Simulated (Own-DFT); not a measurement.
# Strain and stress in C40 NbSi2, 36 atoms (Nb12Si24)

All numbers below are calculated, not measured. They come from Own-DFT, an in-house plane-wave density functional program, since retired, whose code no person has reviewed. Each row is one single-point run on a periodic cell that was not relaxed, without spin or spin-orbit coupling.

Settings of every run: PBE; PseudoDojo norm-conserving scalar-relativistic files; cutoff 42 hartree; 4 x 4 x 5 k mesh centred on Gamma; cold (Marzari-Vanderbilt) smearing of 0.2 eV.

Known limits: forces on such cells failed a check on a denser k mesh; stress not checked against mesh or cutoff.

Unstrained cell vectors in Å: (0.000, 8.324, 0.000); (-9.613, 0.000, 0.000); (0.000, 0.000, 6.586). The unstrained cell was taken from the Materials Project. The random moves and any unrelaxed bonds add to the pressure at no strain. Each run strains this cell uniformly, with the atoms carried along. Every atom was also moved at random, by a Gaussian of width 0.05 Å on each axis. Strain is the symmetric tensor, in per cent. Stress is positive in tension, and the pressure is minus a third of its trace.

| run | e_xx (%) | e_yy (%) | e_zz (%) | e_yz (%) | e_xz (%) | e_xy (%) | s_xx (GPa) | s_yy (GPa) | s_zz (GPa) | s_yz (GPa) | s_xz (GPa) | s_xy (GPa) | P (GPa) | E (meV/atom) |
|---|---|---|---|---|---|---|---|---|---|---|---|---|---|---|
| 1 | 0.99 | 1.14 | -1.19 | -1.54 | 1.09 | -0.59 | -0.06 | 1.11 | -8.44 | -4.99 | 3.72 | -1.34 | 2.46 | 38.0 |
| 2 | 0.85 | -1.08 | -0.57 | 1.83 | 0.80 | -0.20 | -0.91 | -5.91 | -7.33 | 5.94 | 1.78 | -1.23 | 4.72 | 32.0 |
| 3 | -1.50 | 0.45 | -0.15 | -1.85 | 0.71 | 0.11 | -7.85 | -1.86 | -6.23 | -6.19 | 2.43 | 1.05 | 5.31 | 30.6 |
| 4 | 0.30 | -1.28 | -0.24 | 1.15 | 0.73 | -0.32 | -1.88 | -6.94 | -5.33 | 3.76 | 2.76 | -0.68 | 4.71 | 10.8 |
| 5 | -1.34 | -1.07 | -0.20 | 0.81 | -0.55 | -0.54 | -8.94 | -7.34 | -7.48 | 3.91 | -2.20 | -1.20 | 7.92 | 33.0 |
| 6 | -1.95 | 1.27 | -1.07 | -1.27 | -1.63 | -0.12 | -10.38 | -0.33 | -10.42 | -3.75 | -5.89 | 0.14 | 7.04 | 48.9 |
| 7 | 1.76 | 1.24 | 0.49 | 0.15 | -1.16 | 1.82 | 4.18 | 3.28 | 0.49 | 0.32 | -3.23 | 4.40 | -2.65 | 21.9 |
| 8 | 1.74 | 0.48 | -1.69 | -0.30 | 0.81 | 0.68 | 3.10 | -1.00 | -10.44 | -1.65 | 2.80 | 1.90 | 2.78 | 25.9 |
| 9 | 0.54 | 1.27 | 0.28 | 1.81 | 0.76 | 1.03 | -0.26 | 2.70 | -1.25 | 4.87 | 2.54 | 2.34 | -0.40 | 26.5 |
| 10 | -0.13 | -0.65 | -0.37 | 0.41 | 1.34 | 0.26 | -3.95 | -5.00 | -5.56 | 1.08 | 4.36 | 0.90 | 4.84 | 13.6 |
| 11 | 1.59 | 0.17 | 1.12 | 0.78 | -0.11 | -1.41 | 4.24 | 0.10 | 2.27 | 2.10 | 0.36 | -3.63 | -2.20 | 16.9 |
| 12 | -1.53 | -1.86 | 0.75 | 0.10 | -1.95 | 1.04 | -9.66 | -10.11 | -3.82 | 0.23 | -6.42 | 3.65 | 7.86 | 39.9 |
| 13 | -1.43 | -0.86 | 0.74 | 1.37 | 0.76 | -0.04 | -7.74 | -5.49 | -3.00 | 5.07 | 2.62 | 0.08 | 5.41 | 22.5 |
| 14 | 0.83 | 1.14 | 1.16 | -1.16 | 0.56 | -0.33 | 2.61 | 3.33 | 3.18 | -3.43 | 1.87 | -0.93 | -3.04 | 0.0 |
| 15 | 1.64 | 0.27 | -0.32 | 1.56 | 0.34 | 0.13 | 3.18 | 0.22 | -3.76 | 5.14 | 0.53 | -0.27 | 0.12 | 10.5 |
| 16 | -0.64 | -1.74 | 1.82 | 0.57 | 1.58 | 0.23 | ? | ? | ? | ? | ? | ? | ? | ? |

E is the free energy for each atom above the lowest run shown.

## Worked fit

Each stress component was fitted by least squares to a constant and the strains of the runs shown, as fractions, with shears doubled. Shear strains stay in the fit of a normal stress only where such slopes are resolved. The slopes, in GPa:

```
stress  at no strain  per e_xx  per e_yy  per e_zz  scatter
  s_xx          -2.8  376 ± 12   54 ± 15   83 ± 17     0.55
  s_yy          -2.4    74 ± 8  354 ± 10   82 ± 12     0.36
  s_zz          -4.3   98 ± 10   69 ± 13  473 ± 15     0.48
```

Each shear stress against twice its own strain: yz 163 ± 8, xz 167 ± 7, xy 132 ± 5 GPa. These are stiffnesses along x, y and z of the frame in which the cell vectors are given, which need not be the crystal's axes. The atoms are held to the strained lattice; where symmetry lets them move under strain, relaxing them would lower some slopes. The table should be nearly symmetric about its diagonal, and what it lacks of that shows the noise. A ninth of its sum, 185 ± 6 GPa, estimates the bulk modulus near the mean pressure of these runs, 3.0 GPa, so it lies above the value at zero pressure.

## Withheld run

Question: what normal stresses and pressure should run 16 give?

The fit gives s_xx = -4.7, s_yy = -7.6, s_zz = 2.5 and P = 3.2 GPa. The calculation gave -4.17, -7.46, 1.95 and P = 3.23 GPa.
